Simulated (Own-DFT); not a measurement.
HfO2 (monoclinic hafnia, atoms displaced) (calculated)

Computed with Own-DFT development build. A calculation, not a measurement: plane-wave PBE density functional theory by an unreviewed code, no spin, of a simulated periodic cell, stress positive in tension, free energy of the whole cell less one offset for each atom, hafnium file: forces about 75 meV/angstrom off all-electron values; oxygen file: force components 24 meV/angstrom off all-electron in one glass; forces on such cells passed a denser k mesh, this cell's mesh not checked; offsets are fitted by least squares, one for each functional and potential file, so energies compare only between cells with the same atoms and settings and are not formation energies; the far tail of each file's local potential was reset to the Coulomb form; each entry is a single point on an unrelaxed cell, so the pressure reflects the starting lattice, mostly measured values, from which strain is counted, and rises with the displacements; printed positions are rounded, which can move forces by about a meV/angstrom; the program is a retired in-house code; no spin-orbit coupling; before rounding, a Quantum ESPRESSO 7.3.1 run of the same cell and cutoff gave forces within 1 meV/angstrom rms on each cell, which checks the program and not the settings.

Common to all runs: functional PBE; potential files PseudoDojo norm-conserving, scalar-relativistic, standard set; wave cutoff 72 hartree; occupations Fermi-Dirac; smearing width 0.1 eV; k mesh 2 x 2 x 2 centred on Gamma.

(1) HfO2 (monoclinic hafnia, atoms displaced)

```cif
# cell vector a (Å): 10.2340 0.0000 0.0000
# cell vector b (Å): 0.0000 10.3500 0.0000
# cell vector c (Å): -1.6955 0.0000 10.4453
data_HfO2
_symmetry_space_group_name_H-M 'P 1'
_symmetry_Int_Tables_number 1
_cell_length_a 10.2340
_cell_length_b 10.3500
_cell_length_c 10.5820
_cell_angle_alpha 90.000
_cell_angle_beta 99.220
_cell_angle_gamma 90.000
_cell_volume 1106.39
loop_
_atom_site_label
_atom_site_type_symbol
_atom_site_fract_x
_atom_site_fract_y
_atom_site_fract_z
_atom_site_occupancy
Hf1 Hf 0.13927 0.01827 0.10073 1
Hf2 Hf 0.36240 0.26523 0.14466 1
Hf3 Hf 0.36079 0.47848 0.39721 1
Hf4 Hf 0.13667 0.22987 0.35510 1
O1 O 0.03552 0.16990 0.17256 1
O2 O 0.46034 0.41376 0.07859 1
O3 O 0.46394 0.33511 0.32599 1
O4 O 0.03821 0.08034 0.42429 1
O5 O 0.22198 0.38043 0.24018 1
O6 O 0.27909 0.13218 0.01156 1
O7 O 0.27297 0.12309 0.25602 1
O8 O 0.22564 0.36941 0.48906 1
Hf5 Hf 0.14030 0.01975 0.60305 1
Hf6 Hf 0.36033 0.26951 0.65088 1
Hf7 Hf 0.36371 0.47960 0.89479 1
Hf8 Hf 0.13520 0.23188 0.85115 1
O9 O 0.03621 0.16771 0.67571 1
O10 O 0.46237 0.41665 0.57513 1
O11 O 0.46632 0.33358 0.82735 1
O12 O 0.03809 0.08149 0.92168 1
O13 O 0.22614 0.37844 0.74028 1
O14 O 0.27292 0.13154 0.50672 1
O15 O 0.27574 0.12074 0.75907 1
O16 O 0.22541 0.36917 0.99028 1
Hf9 Hf 0.13808 0.52004 0.10120 1
Hf10 Hf 0.35993 0.76864 0.14456 1
Hf11 Hf 0.36276 0.98003 0.39583 1
Hf12 Hf 0.13799 0.73323 0.35714 1
O17 O 0.03661 0.66675 0.17462 1
O18 O 0.46274 0.91660 0.07789 1
O19 O 0.46331 0.83430 0.32632 1
O20 O 0.03540 0.58406 0.42370 1
O21 O 0.22425 0.87993 0.24086 1
O22 O 0.27466 0.63257 0.01544 1
O23 O 0.27392 0.62147 0.25890 1
O24 O 0.22266 0.86991 0.48627 1
Hf13 Hf 0.13985 0.52313 0.60312 1
Hf14 Hf 0.35731 0.76909 0.64060 1
Hf15 Hf 0.36171 0.98270 0.89580 1
Hf16 Hf 0.13701 0.72861 0.85647 1
O25 O 0.03775 0.66553 0.66985 1
O26 O 0.46214 0.91570 0.57668 1
O27 O 0.46220 0.83143 0.82526 1
O28 O 0.03346 0.58365 0.92398 1
O29 O 0.22368 0.88110 0.73984 1
O30 O 0.27351 0.62885 0.51045 1
O31 O 0.27458 0.62282 0.75994 1
O32 O 0.22233 0.87402 0.99016 1
Hf17 Hf 0.63913 0.01981 0.10299 1
Hf18 Hf 0.86126 0.27222 0.14606 1
Hf19 Hf 0.86596 0.47926 0.39689 1
Hf20 Hf 0.63678 0.22960 0.35499 1
O33 O 0.53744 0.16740 0.17169 1
O34 O 0.96157 0.41210 0.07624 1
O35 O 0.96240 0.33839 0.33040 1
O36 O 0.53766 0.08183 0.42266 1
O37 O 0.72387 0.37861 0.23830 1
O38 O 0.77874 0.13174 0.00884 1
O39 O 0.77712 0.12143 0.25521 1
O40 O 0.72256 0.37287 0.48964 1
Hf21 Hf 0.63920 0.02202 0.60647 1
Hf22 Hf 0.86387 0.27029 0.64899 1
Hf23 Hf 0.86403 0.48293 0.89624 1
Hf24 Hf 0.64139 0.22935 0.85481 1
O41 O 0.53286 0.16585 0.67159 1
O42 O 0.96267 0.41879 0.57537 1
O43 O 0.96320 0.33243 0.82677 1
O44 O 0.53816 0.08515 0.92314 1
O45 O 0.72250 0.37930 0.73882 1
O46 O 0.77464 0.13016 0.50820 1
O47 O 0.77806 0.12126 0.76092 1
O48 O 0.72337 0.37026 0.99239 1
Hf25 Hf 0.63611 0.52025 0.10392 1
Hf26 Hf 0.86621 0.77205 0.14443 1
Hf27 Hf 0.86508 0.98191 0.39895 1
Hf28 Hf 0.64160 0.72750 0.35510 1
O49 O 0.53349 0.66692 0.16754 1
O50 O 0.96196 0.91458 0.07888 1
O51 O 0.96411 0.83401 0.32285 1
O52 O 0.53641 0.58709 0.42312 1
O53 O 0.72433 0.88214 0.24089 1
O54 O 0.77552 0.62747 0.00950 1
O55 O 0.77467 0.61924 0.26056 1
O56 O 0.72202 0.86909 0.48900 1
Hf29 Hf 0.63591 0.51977 0.60256 1
Hf30 Hf 0.86119 0.77073 0.64277 1
Hf31 Hf 0.86510 0.98300 0.89569 1
Hf32 Hf 0.63733 0.72979 0.85148 1
O57 O 0.53691 0.66605 0.67258 1
O58 O 0.96189 0.91770 0.57544 1
O59 O 0.96502 0.83372 0.82812 1
O60 O 0.53840 0.58385 0.92274 1
O61 O 0.72200 0.88016 0.74191 1
O62 O 0.77574 0.63014 0.51267 1
O63 O 0.77549 0.62255 0.76113 1
O64 O 0.72691 0.87148 0.98794 1
```

The calculation gives: free energy of cell above offsets -98.073 eV; pressure 3.9 GPa; stress xx -3.62 GPa; stress yy -3.98 GPa; stress zz -4.1 GPa; stress yz 0.1 GPa; stress xz -0.14 GPa; stress xy -0.48 GPa.

Force:
```tsv
element	x (eV/Å)	y (eV/Å)	z (eV/Å)
Hf	-0.411	0.688	1.07
Hf	-0.191	1.045	0.621
Hf	0.323	-0.064	-0.95
Hf	0.158	0.326	-0.863
O	0.134	-0.527	-0.091
O	0.678	0.775	-0.491
O	0.173	-0.203	0.315
O	-0.232	0.275	-0.218
O	0.01	-0.128	-0.057
O	-0.308	-0.889	-0.863
O	0.182	-0.454	0.621
O	-0.372	0.289	0.313
Hf	-0.24	0.236	0.274
Hf	0.629	0.224	-1.093
Hf	0.352	-0.201	0.642
Hf	0.503	-0.152	0.954
O	0.095	-0.446	-0.708
O	0.046	-0.119	0.468
O	-0.079	0.153	0.133
O	0.143	0.24	-0.078
O	-0.375	0.299	0.011
O	0.225	-0.395	0.568
O	-0.021	0.182	0.014
O	-0.365	0.49	-0.537
Hf	-0.168	-0.414	1.462
Hf	0.599	0.646	0.987
Hf	0.496	-0.076	-0.6
Hf	-0.115	-0.962	-1.38
O	0.014	-0.273	-0.443
O	0.241	0.352	-0.289
O	0.26	-0.189	0.197
O	0.315	0.411	-0.033
O	-0.238	0.086	-0.238
O	-0.113	-0.696	-1.289
O	0.086	0.021	0.501
O	-0.094	0.535	0.772
Hf	-0.5	-0.778	-0.06
Hf	1.099	0.437	1.266
Hf	0.718	-0.833	0.136
Hf	0.123	0.587	-0.512
O	-0.583	0.662	0.411
O	0.167	0.215	0.083
O	-0.229	0.403	0.175
O	0.428	0.216	-0.313
O	-0.154	-0.268	-0.269
O	0.284	0	-0.06
O	0.109	-0.249	0.327
O	-0.032	-0.229	-0.387
Hf	0.129	-0.156	0.347
Hf	-0.477	-0.417	0.148
Hf	-1.29	0.373	-0.247
Hf	0.328	0.387	-0.549
O	-0.142	-0.154	0.025
O	1.126	1.155	-0.29
O	1.044	-1.215	-0.313
O	-0.386	-0.017	0.001
O	-0.23	0.003	0.227
O	0.001	-0.367	-0.203
O	-0.065	-0.055	0.845
O	0.059	-0.249	-0.016
Hf	-0.447	-0.44	-0.501
Hf	-0.531	0.684	-1.05
Hf	-1.422	-0.484	0.195
Hf	-0.123	0.43	0.224
O	0.271	-0.103	0.191
O	0.433	-0.339	0.864
O	0.158	0.211	0.22
O	-0.5	-0.262	-0.297
O	0.207	-0.153	0.201
O	0.286	-0.088	0.505
O	-0.038	0.171	-0.309
O	-0.077	0.078	-0.691
Hf	0.204	-0.141	0.263
Hf	-1.3	-0.734	0.21
Hf	-0.937	-0.301	-1.357
Hf	-0.478	0.549	-0.706
O	-0.014	0.111	0.43
O	1.274	1.172	-0.452
O	0.076	0.276	0.862
O	-0.621	-0.479	-0.061
O	0.108	-0.378	-0.122
O	0.267	0.09	0.147
O	0.046	0.25	0.068
O	0.254	0.376	0.363
Hf	0.291	0.043	0.093
Hf	-0.36	-0.195	0.637
Hf	-0.783	-0.875	0.196
Hf	0.009	0.282	0.487
O	-0.746	0.236	-0.327
O	0.589	0.055	0.492
O	0.204	-0.198	-0.193
O	-0.895	-0.528	-0.235
O	0.431	0.156	-0.589
O	0.194	-0.047	-0.087
O	0.373	-0.076	-0.174
O	-0.27	0.116	0.031
```

(2) HfO2 (monoclinic hafnia, atoms displaced)

```cif
# cell vector a (Å): 10.2340 0.0000 0.0000
# cell vector b (Å): 0.0000 10.3500 0.0000
# cell vector c (Å): -1.6955 0.0000 10.4453
data_HfO2
_symmetry_space_group_name_H-M 'P 1'
_symmetry_Int_Tables_number 1
_cell_length_a 10.2340
_cell_length_b 10.3500
_cell_length_c 10.5820
_cell_angle_alpha 90.000
_cell_angle_beta 99.220
_cell_angle_gamma 90.000
_cell_volume 1106.39
loop_
_atom_site_label
_atom_site_type_symbol
_atom_site_fract_x
_atom_site_fract_y
_atom_site_fract_z
_atom_site_occupancy
Hf1 Hf 0.14068 0.02202 0.10597 1
Hf2 Hf 0.36238 0.27142 0.14699 1
Hf3 Hf 0.36096 0.48186 0.39463 1
Hf4 Hf 0.13809 0.23066 0.35451 1
O1 O 0.03734 0.17010 0.17252 1
O2 O 0.46444 0.41776 0.07514 1
O3 O 0.45941 0.33395 0.32726 1
O4 O 0.03568 0.08485 0.42300 1
O5 O 0.22614 0.37933 0.24238 1
O6 O 0.27769 0.12814 0.00878 1
O7 O 0.27582 0.12324 0.26185 1
O8 O 0.22155 0.37005 0.48804 1
Hf5 Hf 0.13719 0.02020 0.60319 1
Hf6 Hf 0.35984 0.27569 0.64677 1
Hf7 Hf 0.35965 0.48036 0.89724 1
Hf8 Hf 0.13683 0.22839 0.85032 1
O9 O 0.03655 0.16471 0.67554 1
O10 O 0.46227 0.41564 0.57298 1
O11 O 0.46554 0.33409 0.82737 1
O12 O 0.03827 0.07961 0.92194 1
O13 O 0.22401 0.37673 0.74191 1
O14 O 0.27532 0.12868 0.50952 1
O15 O 0.27203 0.12317 0.75848 1
O16 O 0.22697 0.37405 0.99091 1
Hf9 Hf 0.13614 0.51947 0.10276 1
Hf10 Hf 0.36137 0.77191 0.14825 1
Hf11 Hf 0.35838 0.98124 0.39617 1
Hf12 Hf 0.13506 0.72894 0.35701 1
O17 O 0.03641 0.66795 0.17114 1
O18 O 0.46239 0.91758 0.07444 1
O19 O 0.46341 0.83075 0.32655 1
O20 O 0.03573 0.58417 0.42432 1
O21 O 0.22374 0.88043 0.24229 1
O22 O 0.28115 0.62804 0.01116 1
O23 O 0.27704 0.62360 0.25936 1
O24 O 0.22248 0.87021 0.49107 1
Hf13 Hf 0.13850 0.51786 0.60639 1
Hf14 Hf 0.36377 0.76726 0.64613 1
Hf15 Hf 0.36338 0.97929 0.89716 1
Hf16 Hf 0.13792 0.73020 0.85371 1
O25 O 0.03877 0.66739 0.67552 1
O26 O 0.46325 0.91475 0.57757 1
O27 O 0.46516 0.83351 0.82939 1
O28 O 0.03480 0.58381 0.92062 1
O29 O 0.22461 0.87885 0.73992 1
O30 O 0.27431 0.62923 0.51054 1
O31 O 0.27556 0.62333 0.75918 1
O32 O 0.22534 0.86943 0.99012 1
Hf17 Hf 0.63995 0.02185 0.10593 1
Hf18 Hf 0.86348 0.26951 0.14768 1
Hf19 Hf 0.86387 0.47923 0.39750 1
Hf20 Hf 0.64183 0.22967 0.35477 1
O33 O 0.53723 0.16723 0.17261 1
O34 O 0.96288 0.41732 0.07540 1
O35 O 0.96196 0.33191 0.32639 1
O36 O 0.53766 0.08269 0.42113 1
O37 O 0.72107 0.37868 0.24082 1
O38 O 0.77272 0.12810 0.00829 1
O39 O 0.77626 0.12349 0.26094 1
O40 O 0.72542 0.36958 0.49321 1
Hf21 Hf 0.63754 0.02088 0.60396 1
Hf22 Hf 0.86261 0.27361 0.64735 1
Hf23 Hf 0.85928 0.48428 0.89597 1
Hf24 Hf 0.63777 0.23041 0.85497 1
O41 O 0.53897 0.16509 0.67276 1
O42 O 0.96153 0.41688 0.57590 1
O43 O 0.96133 0.33230 0.82232 1
O44 O 0.53306 0.08188 0.92562 1
O45 O 0.72115 0.38100 0.73859 1
O46 O 0.77454 0.12810 0.50951 1
O47 O 0.77392 0.12224 0.75736 1
O48 O 0.72455 0.37065 0.98969 1
Hf25 Hf 0.63899 0.52052 0.10256 1
Hf26 Hf 0.85728 0.76749 0.14614 1
Hf27 Hf 0.86206 0.97758 0.39509 1
Hf28 Hf 0.63957 0.72549 0.35511 1
O49 O 0.53552 0.66544 0.17784 1
O50 O 0.96240 0.91882 0.07683 1
O51 O 0.96219 0.83574 0.32426 1
O52 O 0.53615 0.58450 0.42643 1
O53 O 0.72815 0.88164 0.23934 1
O54 O 0.77922 0.62833 0.01422 1
O55 O 0.77673 0.61972 0.26074 1
O56 O 0.72624 0.87098 0.49047 1
Hf29 Hf 0.63688 0.51967 0.60431 1
Hf30 Hf 0.86044 0.76757 0.64655 1
Hf31 Hf 0.86186 0.97916 0.89495 1
Hf32 Hf 0.63620 0.73068 0.85460 1
O57 O 0.53652 0.66470 0.67355 1
O58 O 0.96221 0.91098 0.57852 1
O59 O 0.95821 0.83514 0.83024 1
O60 O 0.53872 0.58735 0.92469 1
O61 O 0.72497 0.87757 0.74111 1
O62 O 0.77524 0.63069 0.50674 1
O63 O 0.77602 0.62145 0.76091 1
O64 O 0.72460 0.86861 0.98818 1
```

The calculation gives: free energy of cell above offsets -98.240 eV; pressure 3.86 GPa; stress xx -3.61 GPa; stress yy -3.78 GPa; stress zz -4.19 GPa; stress yz 0 GPa; stress xz 0.04 GPa; stress xy 0.09 GPa.

Force:
```tsv
element	x (eV/Å)	y (eV/Å)	z (eV/Å)
Hf	-0.664	-0.474	-0.657
Hf	0.36	-0.035	-0.176
Hf	0.074	-0.161	-0.244
Hf	0.08	-0.272	-0.015
O	-0.049	-0.152	-0.202
O	0.253	-0.115	0.217
O	0.952	-0.252	0.143
O	-0.279	-0.218	-0.002
O	-0.578	0.313	-0.526
O	-0.201	0.357	0.413
O	0.06	-0.095	-0.213
O	-0.101	0.452	0.559
Hf	-0.031	-0.352	0.326
Hf	0.884	-1.457	-0.176
Hf	0.657	0.227	0.259
Hf	-0.222	-0.463	1.03
O	-0.592	0.196	-0.66
O	0.172	0.134	0.542
O	-0.245	0.293	-0.124
O	-0.008	0.44	-0.046
O	-0.116	0.657	-0.366
O	0.114	0.199	0.245
O	0.54	-0.185	0.04
O	-0.5	-0.423	-0.245
Hf	0.31	0.393	0.249
Hf	0.275	-0.055	-0.172
Hf	0.938	-0.505	0.201
Hf	0.401	0.468	-0.745
O	-0.176	-0.073	0.16
O	0.463	-0.173	0.769
O	0.093	0.485	0.462
O	-0.315	-0.334	0.062
O	-0.089	0.149	-0.148
O	-0.519	-0.043	-0.228
O	-0.377	-0.241	0.332
O	-0.045	0.011	-0.207
Hf	-0.164	0.748	-0.228
Hf	-0.282	0.87	0.019
Hf	-0.434	0.069	-0.308
Hf	-0.118	0.587	0.327
O	-0.419	-0.306	-0.472
O	0.133	0.132	-0.062
O	0.116	-0.305	-0.352
O	0.072	-0.145	0.128
O	-0.058	-0.013	-0.079
O	0.015	-0.339	0.118
O	0.157	-0.677	0.28
O	-0.353	0.095	0.143
Hf	-0.474	-0.188	-0.464
Hf	-0.364	0.082	-0.583
Hf	-0.525	-0.126	-0.397
Hf	-0.826	-0.076	0.181
O	-0.306	0.189	0.051
O	0.238	-0.035	0.237
O	0.223	0.24	0.309
O	-0.579	-0.171	-0.126
O	0.262	0.139	-0.078
O	0.224	0.286	0.434
O	0.285	-0.185	-0.036
O	-0.113	0.316	-0.426
Hf	0.189	-0.222	-0.11
Hf	-0.695	-1.146	-0.235
Hf	0.318	-0.894	-0.11
Hf	-0.016	-0.719	-0.255
O	-1.236	0.773	0.029
O	0.915	0.432	0.251
O	0.174	0.603	0.815
O	0.557	0.68	-0.44
O	0.045	-0.096	0.32
O	0.393	0.202	0.072
O	0.291	-0.059	0.486
O	-0.039	0.21	0.026
Hf	-0.524	-0.099	0.481
Hf	1.17	1.147	-0.296
Hf	-0.271	0.308	0.474
Hf	-0.536	0.927	-0.051
O	0.249	-0.294	-0.554
O	0.203	-0.09	0.457
O	0.711	-0.568	0.419
O	-0.28	-0.174	-0.288
O	-0.624	-0.264	0.019
O	-0.11	-0.385	-0.566
O	0.12	0.052	-0.014
O	-0.324	-0.265	-0.309
Hf	0.117	-0.021	-0.111
Hf	-0.046	0.673	0.1
Hf	-0.192	0.337	0.295
Hf	0.397	0.487	-0.008
O	-0.263	0.049	-0.061
O	0.857	0.725	-0.217
O	1.437	-1.209	-0.37
O	-0.688	-0.682	-0.042
O	-0.381	0.171	-0.505
O	0.127	-0.536	0.561
O	0.019	-0.054	-0.081
O	-0.29	0.119	0.347
```
